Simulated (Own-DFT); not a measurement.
# Response to strain: diamond-structure SiGeSn with randomly placed atoms, 64 atoms (Ge52Si8Sn4)

These are calculations, not measurements. The program, named Own-DFT, is a retired in-house plane-wave density functional code that no person has reviewed. Each row is one single-point run on a periodic cell that was not relaxed, without spin or spin-orbit coupling.

Settings of every run: PBE; PseudoDojo norm-conserving scalar-relativistic files; cutoff 49 hartree; 3 x 3 x 3 k mesh centred on Gamma; Fermi-Dirac smearing of 0.1 eV.

Known limits: forces on such cells moved up to 12 meV/angstrom on a denser k mesh; stress not checked against mesh or cutoff.

Unstrained cell vectors in Å: (11.363, 0.000, 0.000); (0.000, 11.363, 0.000); (0.000, 0.000, 11.363). The unstrained cell has measured lattice constants (interpolated for alloys), not those of this functional. That, the random moves and any unrelaxed bonds set the pressure at no strain. Each run strains this cell uniformly, with the atoms carried along. Every atom was also moved at random, by a Gaussian of width 0.05 Å on each axis. The random placing of the alloy's atoms differs from row to row. Strain is the symmetric tensor, in per cent. Stress is positive in tension, and the pressure is minus a third of its trace.

| run | e_xx (%) | e_yy (%) | e_zz (%) | s_xx (GPa) | s_yy (GPa) | s_zz (GPa) | P (GPa) | E (meV/atom) |
|---|---|---|---|---|---|---|---|---|
| 1 | -0.25 | -0.25 | 0.00 | -5.03 | -5.07 | -4.79 | 4.96 | 30.2 |
| 2 | -2.50 | -2.50 | 0.00 | -9.92 | -9.72 | -7.93 | 9.19 | 89.6 |
| 3 | 1.25 | 1.25 | 0.00 | -2.31 | -2.31 | -3.03 | 2.55 | 0.0 |
| 4 | 0.75 | 0.75 | 0.00 | -3.46 | -3.32 | -3.84 | 3.54 | 29.1 |
| 5 | 2.25 | 2.25 | 0.00 | -1.11 | -1.12 | -2.37 | 1.53 | 21.0 |
| 6 | 2.00 | 2.00 | 0.00 | -1.34 | -1.32 | -2.57 | 1.74 | 13.9 |
| 7 | 2.50 | 2.50 | 0.00 | -0.70 | -0.57 | -2.07 | 1.11 | 7.8 |
| 8 | 3.00 | 3.00 | 0.00 | 0.14 | 0.09 | -1.56 | 0.44 | 5.5 |
| 9 | -1.75 | -1.75 | 0.00 | ? | ? | ? | ? | ? |

E is the free energy for each atom above the lowest run shown.

## Worked fit

The change of volume is close to e_xx + e_yy + e_zz. A straight line through the runs shown gives P = 4.93 - 78 x (fractional change of volume) GPa, with an error of 3 on the slope and a scatter of 0.32 GPa. The strain isn't the same on all axes, but the crystal is cubic, so the slope still estimates the bulk modulus, averaged over pressures from 0.4 to 9.2 GPa.

## Withheld run

Question: what pressure should run 9 give? Its volume changes by -3.47 %.

The line gives 7.6 GPa. The calculation gave 7.59 GPa.
